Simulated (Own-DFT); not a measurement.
# Which arrangement is lower? Ga48P48, 96 atoms

All numbers below are calculated, not measured. The program, named Own-DFT, is a retired in-house plane-wave density functional code that no person has reviewed. Each row is one single-point run on a periodic cell that was not relaxed, without spin or spin-orbit coupling.

Settings of every run: PBE; PseudoDojo norm-conserving scalar-relativistic files; cutoff 42 hartree; 2 x 3 x 3 k mesh centred on Gamma; Fermi-Dirac smearing of 0.1 eV.

Known limits, some of them of some rows only: not probed for a lower state with spin; forces on such cells failed a check on a denser k mesh; forces on such cells passed a denser k mesh, each cell not checked; stress not checked against mesh or cutoff.

All cells hold the same atoms in the same cell, with vectors in Å (16.352, 0.000, 0.000); (0.000, 10.901, 0.000); (0.000, 0.000, 10.901). Every atom was moved at random from its ideal site; u is the rms move along one axis. The defect's site can differ from row to row. E is the free energy of the cell above the lowest run. The arrangements:

- A: zincblende GaP
- B: zincblende GaP, with one Ga on a P site and one P on a Ga site, 2.4 Å apart

| arrangement | u (Å) | E (eV) | P (GPa) |
|---|---|---|---|
| A | 0.0197 | 0.023 | 2.70 |
| A | 0.0201 | 0.000 | 2.70 |
| A | 0.0205 | 0.099 | 2.72 |
| A | 0.0465 | 2.663 | 3.07 |
| A | 0.0480 | 3.169 | 3.20 |
| A | 0.0499 | 3.535 | 3.24 |
| B | 0.0282 | 3.774 | 2.90 |
| B | 0.0298 | 4.092 | 2.96 |
| B | 0.0299 | 3.871 | 2.92 |
| B | 0.0492 | 6.525 | 3.33 |
| B | 0.0494 | 6.504 | 3.34 |
| B | 0.0539 | 7.608 | 3.48 |

Question: once the cost of the random moves is taken out, how do the arrangements rank?

## Worked answer

Fit E = a + b u², with one b for all and one a for each arrangement, and with residuals divided by u², since the noise grows with the moves. Then b = 1648 eV/Å², the scatter at u = 0.04 Å is 0.15 eV, and against A:

- B: 3.13 ± 0.06 eV (higher)

These are energies of unrelaxed cells. Relaxing the atoms lowers the strained arrangements most, so the gaps would shrink and small ones could change sign.
